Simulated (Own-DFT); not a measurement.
# Point defects and the pressure they add: C40 NbSi2

The numbers are computed, not measured, by runs of the plane-wave DFT program Own-DFT (in-house, retired, unreviewed) at fixed positions, with no spin and no spin-orbit coupling.

Method: PBE; PseudoDojo norm-conserving scalar-relativistic files; cutoff 42 hartree; 4 x 4 x 5 k mesh centred on Gamma; cold (Marzari-Vanderbilt) smearing of 0.2 eV.

Limits: forces on such cells failed a check on a denser k mesh; stress not checked against mesh or cutoff.

All runs share one cell, with vectors in Å (0.000, 8.324, 0.000); (-9.613, 0.000, 0.000); (0.000, 0.000, 6.586) and a volume of 527.0 Å³. u is the rms random offset of the atoms per axis. The defect's site can differ from row to row.

| cell | formula | u (Å) | P (GPa) |
|---|---|---|---|
| no defect | Nb12Si24 | 0.0189 | 1.47 |
| no defect | Nb12Si24 | 0.0462 | 2.34 |
| no defect | Nb12Si24 | 0.0498 | 2.58 |
| two Nb on a Si site each | Nb14Si22 | 0.0279 | 7.48 |
| two Nb on a Si site each | Nb14Si22 | 0.0460 | 8.44 |
| two Nb on a Si site each | Nb14Si22 | 0.0480 | 8.19 |
| two Si on a Nb site each | Nb10Si26 | 0.0281 | ? |
| two Si on a Nb site each | Nb10Si26 | 0.0298 | 1.69 |
| two Si on a Nb site each | Nb10Si26 | 0.0468 | 2.40 |
| two Si on a Nb site each | Nb10Si26 | 0.0486 | 2.52 |
| two Nb vacancies | Nb10Si24 | 0.0296 | -0.25 |
| two Nb vacancies | Nb10Si24 | 0.0534 | 1.17 |
| two Nb vacancies | Nb10Si24 | 0.0543 | 1.35 |
| one Si vacancy | Nb12Si23 | 0.0314 | 1.25 |
| one Si vacancy | Nb12Si23 | 0.0520 | 1.77 |
| one Si vacancy | Nb12Si23 | 0.0532 | 2.21 |

## What the rows give

P = P0 + c u² + a shift for each defect gives P0 = 1.18 GPa, c = 570 ± 57 GPa/Å² and a scatter of 0.18 GPa. The shifts, and each times the cell's volume:

- two Nb on a Si site each: 5.87 ± 0.15 GPa, 19.3 eV (9.7 eV for each of its 2 sites)
- two Si on a Nb site each: -0.01 ± 0.15 GPa, 0.0 eV (0.0 eV for each of its 2 sites) (not resolved)
- one Si vacancy: -0.68 ± 0.15 GPa, -2.2 eV
- two Nb vacancies: -1.69 ± 0.15 GPa, -5.6 eV (-2.8 eV for each of its 2 sites)

Positive is outwards. The product with the volume (160.2 GPa Å³ to the eV) is nearly free of the cell's size; divided by the bulk modulus at the cell's pressure it gives the volume that the defect adds. The atoms around the defects weren't relaxed, which would change these numbers.

## Withheld run

Q: what pressure belongs in the blank (two Si on a Nb site each, u = 0.0281 Å)?

Estimate: 1.62 ± 0.22 GPa. The calculation gave 1.64 GPa.
